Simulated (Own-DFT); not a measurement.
# Strain and stress in 2H SiC, 32 atoms (C16Si16)

Calculated results; nothing here was measured. The program, named Own-DFT, is a retired in-house plane-wave density functional code that no person has reviewed. Each row is one single-point run on a periodic cell that was not relaxed, without spin or spin-orbit coupling.

Settings of every run: PBE; PseudoDojo norm-conserving scalar-relativistic files; cutoff 42 hartree; 5 x 5 x 3 k mesh centred on Gamma; Fermi-Dirac smearing of 0.1 eV.

Known limits: forces on such cells passed a denser k mesh, each cell not checked; stress not checked against mesh or cutoff.

Unstrained cell vectors in Å: (6.165, 0.000, 0.000); (-3.083, 5.339, 0.000); (0.000, 0.000, 10.068). The unstrained cell has measured lattice constants (interpolated for alloys), not those of this functional. That, the random moves and any unrelaxed bonds set the pressure at no strain. Each run strains this cell uniformly, with the atoms carried along. Every atom was also moved at random, by a Gaussian of width 0.05 Å on each axis. Strain is the symmetric tensor, in per cent. Stress is positive in tension, and the pressure is minus a third of its trace.

| run | e_xx (%) | e_yy (%) | e_zz (%) | e_yz (%) | e_xz (%) | e_xy (%) | s_xx (GPa) | s_yy (GPa) | s_zz (GPa) | s_yz (GPa) | s_xz (GPa) | s_xy (GPa) | P (GPa) | E (meV/atom) |
|---|---|---|---|---|---|---|---|---|---|---|---|---|---|---|
| 1 | -1.94 | 0.48 | 0.69 | -1.06 | 1.52 | -0.44 | -15.99 | -2.14 | -4.63 | -3.33 | 6.35 | -1.65 | 7.59 | 47.6 |
| 2 | 1.63 | 0.63 | 1.89 | 0.13 | -0.79 | 1.96 | 4.80 | 2.13 | 3.73 | 0.60 | -2.84 | 8.95 | -3.55 | 13.0 |
| 3 | -1.75 | -1.24 | -1.20 | 0.14 | 0.81 | 1.51 | -15.15 | -18.42 | -14.28 | 1.17 | 2.44 | 4.84 | 15.95 | 65.3 |
| 4 | 0.83 | 0.16 | 1.87 | -0.82 | 1.07 | 1.62 | -0.20 | -5.09 | 6.02 | -3.26 | 2.97 | 7.24 | -0.24 | 31.1 |
| 5 | 0.03 | -0.40 | 1.02 | 1.24 | 1.77 | -1.50 | -9.14 | -7.27 | -1.12 | 4.11 | 6.62 | -8.08 | 5.84 | 79.3 |
| 6 | -0.39 | 1.53 | 1.89 | -0.48 | 0.34 | 0.91 | -2.69 | 4.49 | 2.85 | -1.38 | -0.05 | 3.32 | -1.55 | 22.6 |
| 7 | -1.89 | -0.40 | 1.40 | -1.03 | -1.39 | -0.72 | -18.57 | -7.25 | 2.06 | -2.31 | -4.65 | -5.47 | 7.92 | 38.5 |
| 8 | 0.99 | 1.20 | 0.31 | -1.64 | 0.79 | -0.13 | 2.63 | 1.87 | -3.38 | -5.25 | 3.34 | 1.53 | -0.37 | 16.0 |
| 9 | -1.28 | -1.50 | -1.81 | -1.41 | 1.35 | 0.44 | -12.73 | -12.58 | -25.28 | -3.92 | 4.68 | 2.37 | 16.86 | 62.4 |
| 10 | 1.79 | 0.91 | 1.97 | 1.82 | -0.08 | 1.31 | 6.66 | 3.29 | 4.06 | 5.97 | -1.12 | 5.70 | -4.67 | 14.3 |
| 11 | -0.44 | -0.58 | -0.22 | -0.84 | -1.44 | 1.96 | -5.56 | -11.34 | -9.18 | -3.82 | -4.18 | 7.73 | 8.69 | 49.6 |
| 12 | 0.60 | -1.57 | 1.00 | -0.26 | -1.43 | 0.06 | -0.20 | -9.55 | -4.59 | -0.05 | -3.99 | -0.57 | 4.78 | 23.1 |
| 13 | -0.01 | -1.24 | 1.93 | 1.26 | -0.55 | -1.89 | -5.51 | -10.71 | 2.63 | 2.23 | -1.64 | -9.00 | 4.53 | 48.3 |
| 14 | -1.82 | 1.24 | 0.81 | 0.26 | -1.07 | -0.26 | -13.98 | -0.08 | -1.74 | 0.20 | -4.88 | -0.65 | 5.27 | 46.6 |
| 15 | -1.69 | 0.86 | -1.82 | 0.67 | 1.36 | -1.62 | -13.94 | -1.02 | -20.22 | 2.57 | 4.50 | -8.71 | 11.73 | 34.5 |
| 16 | 0.69 | 1.73 | 1.66 | 0.00 | 0.21 | -1.86 | 3.70 | 4.05 | 3.76 | 0.11 | 0.52 | -7.34 | -3.84 | 0.0 |
| 17 | 0.76 | 1.07 | 0.91 | -1.94 | 0.30 | -0.25 | 2.02 | 3.43 | -2.13 | -6.19 | 1.09 | 0.20 | -1.11 | 2.9 |
| 18 | -1.11 | 1.77 | -1.95 | 0.20 | -0.89 | -0.33 | ? | ? | ? | ? | ? | ? | ? | ? |

E is the free energy for each atom above the lowest run shown.

## Worked fit

Each stress component was fitted by least squares to a constant and the strains of the runs shown, as fractions, with shears doubled. Shear strains stay in the fit of a normal stress only where such slopes are resolved. The slopes, in GPa:

| stress | at no strain | per e_xx | per e_yy | per e_zz | scatter |
|---|---|---|---|---|---|
| s_xx | -4.0 | 620 ± 46 | 118 ± 46 | -37 ± 48 | 1.94 |
| s_yy | -5.0 | 94 ± 53 | 539 ± 54 | 50 ± 55 | 2.25 |
| s_zz | -8.6 | -12 ± 46 | 79 ± 46 | 666 ± 47 | 1.93 |

Each shear stress against twice its own strain: yz 156 ± 11, xz 171 ± 8, xy 215 ± 10 GPa. These are stiffnesses along x, y and z of the frame in which the cell vectors are given, which need not be the crystal's axes. The atoms are held to the strained lattice; where symmetry lets them move under strain, relaxing them would lower some slopes. The table should be nearly symmetric about its diagonal, and what it lacks of that shows the noise. A ninth of its sum, 235 ± 5 GPa, estimates the bulk modulus near the mean pressure of these runs, 4.3 GPa, so it lies above the value at zero pressure.

## Withheld run

Question: what normal stresses and pressure should run 18 give?

The fit gives s_xx = -8.1, s_yy = 2.6, s_zz = -20.1 and P = 8.5 GPa. The calculation gave -8.24, 5.64, -25.67 and P = 9.42 GPa.
